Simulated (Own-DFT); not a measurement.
# Response to strain: wurtzite AlN, 72 atoms (Al36N36)

Everything here is calculated. The program is Own-DFT (plane waves, in-house, since retired, never reviewed by a person); positions were held fixed, and spin and spin-orbit coupling were off.

All runs used: PBE; PseudoDojo norm-conserving scalar-relativistic files; cutoff 42 hartree; 4 x 4 x 3 k mesh centred on Gamma; Gaussian smearing of 0.01 eV.

Caveats: k mesh not checked against a denser one; stress not checked against mesh or cutoff.

Unstrained cell vectors in Å: (9.336, 0.000, 0.000); (-4.668, 8.085, 0.000); (0.000, 0.000, 9.964). The unstrained cell has measured lattice constants (interpolated for alloys), not those of this functional. That, the random moves and any unrelaxed bonds set the pressure at no strain. A uniform strain is put on this cell, atoms riding along. Random moves of width 0.05 Å per axis were added to every atom. Strain is the symmetric tensor, in per cent. Stress is positive in tension, and the pressure is minus a third of its trace.

```
run,e_xx (%),e_yy (%),e_zz (%),e_yz (%),e_xz (%),e_xy (%),s_xx (GPa),s_yy (GPa),s_zz (GPa),s_yz (GPa),s_xz (GPa),s_xy (GPa),P (GPa),E (meV/atom)
1,-1.84,-0.26,-1.02,-0.98,-0.42,-1.09,-18.57,-10.52,-9.96,-2.81,-0.87,-4.95,13.02,29.7
2,0.64,1.22,1.64,0.24,-1.18,-0.27,0.16,0.03,2.54,0.70,-2.71,-1.04,-0.91,0.0
3,0.30,-0.37,-1.68,0.25,-0.51,1.34,-6.45,-8.99,-12.79,0.52,-0.59,5.87,9.41,14.2
4,-1.00,1.94,-0.35,-0.40,1.82,0.35,-7.58,0.61,-7.51,-1.41,5.45,2.35,4.83,7.8
5,-1.12,1.93,0.82,-1.34,-1.23,1.74,-7.48,1.50,-1.29,-3.65,-1.66,6.38,2.42,1.7
6,0.82,-1.07,0.26,-0.77,-0.25,-0.24,-3.17,-8.68,-5.85,-3.38,-0.97,-2.99,5.90,6.3
7,-0.01,-0.39,-1.88,-1.67,0.01,-1.25,-7.60,-10.34,-14.74,-5.33,-0.32,-3.38,10.89,37.8
8,0.26,1.37,-2.00,0.03,0.46,1.94,-3.49,-2.04,-13.41,0.35,1.50,6.25,6.31,12.7
9,-1.24,-0.08,0.80,-1.16,-0.26,-1.49,-10.47,-8.41,-3.28,-3.32,-0.71,-6.16,7.39,18.2
10,-1.64,1.39,0.39,0.55,0.77,0.78,-11.80,-1.05,-3.89,2.33,1.47,2.90,5.58,7.7
11,-0.75,1.80,-1.93,0.46,1.00,-0.95,-7.35,-1.96,-12.76,1.99,3.58,-3.17,7.36,9.1
12,-0.59,-1.43,-1.40,-0.55,-0.89,0.77,-11.44,-14.56,-14.37,-1.75,-3.26,2.76,13.46,27.6
13,-1.76,-0.10,1.15,-1.93,0.15,1.15,-12.43,-10.03,-2.29,-3.81,1.32,4.67,8.25,36.0
14,-0.52,-1.03,0.22,-0.15,1.50,0.25,-8.55,-12.04,-5.81,-1.29,2.88,1.67,8.80,10.1
15,-0.26,1.49,1.20,1.74,0.71,0.38,?,?,?,?,?,?,?,?
```

E is the free energy per atom, counted from the lowest run shown.

## Worked fit

Least squares on the runs shown: each stress against a constant and the strains, taken as fractions with shears doubled. Shear strains stay in the fit of a normal stress only where such slopes are resolved. The slopes, in GPa:

```
stress,at no strain,per e_xx,per e_yy,per e_zz,scatter
s_xx,-5.5,506 ± 35,154 ± 25,89 ± 24,1.07
s_yy,-6.6,134 ± 30,439 ± 22,75 ± 20,0.92
s_zz,-6.1,32 ± 23,81 ± 17,423 ± 16,0.72
```

The slope of each shear stress on twice its own strain, from a fit on all six strains: yz 144 ± 14, xz 121 ± 10, xy 189 ± 14 GPa. These are stiffnesses along x, y and z of the frame in which the cell vectors are given, with the crystal's c axis along z: C11, C12, C13 and C33. Hexagonal symmetry asks that xx and yy behave alike, which is a second check on the noise. These are clamped-ion slopes: internal relaxation, where symmetry allows it, would soften some. The table should be nearly symmetric about its diagonal, and what it lacks of that shows the noise. A ninth of the table's sum, 215 ± 6 GPa, estimates the bulk modulus near the mean pressure of these runs, 7.3 GPa, so it lies above the value at zero pressure.

## Withheld run

The question: what normal stresses and pressure should run 15 give?

From the fit: s_xx = -3.4, s_yy = 0.5, s_zz = 0.1 and P = 1.0 GPa. Computed: -3.54, 2.51, -2.01 and P = 1.01 GPa.
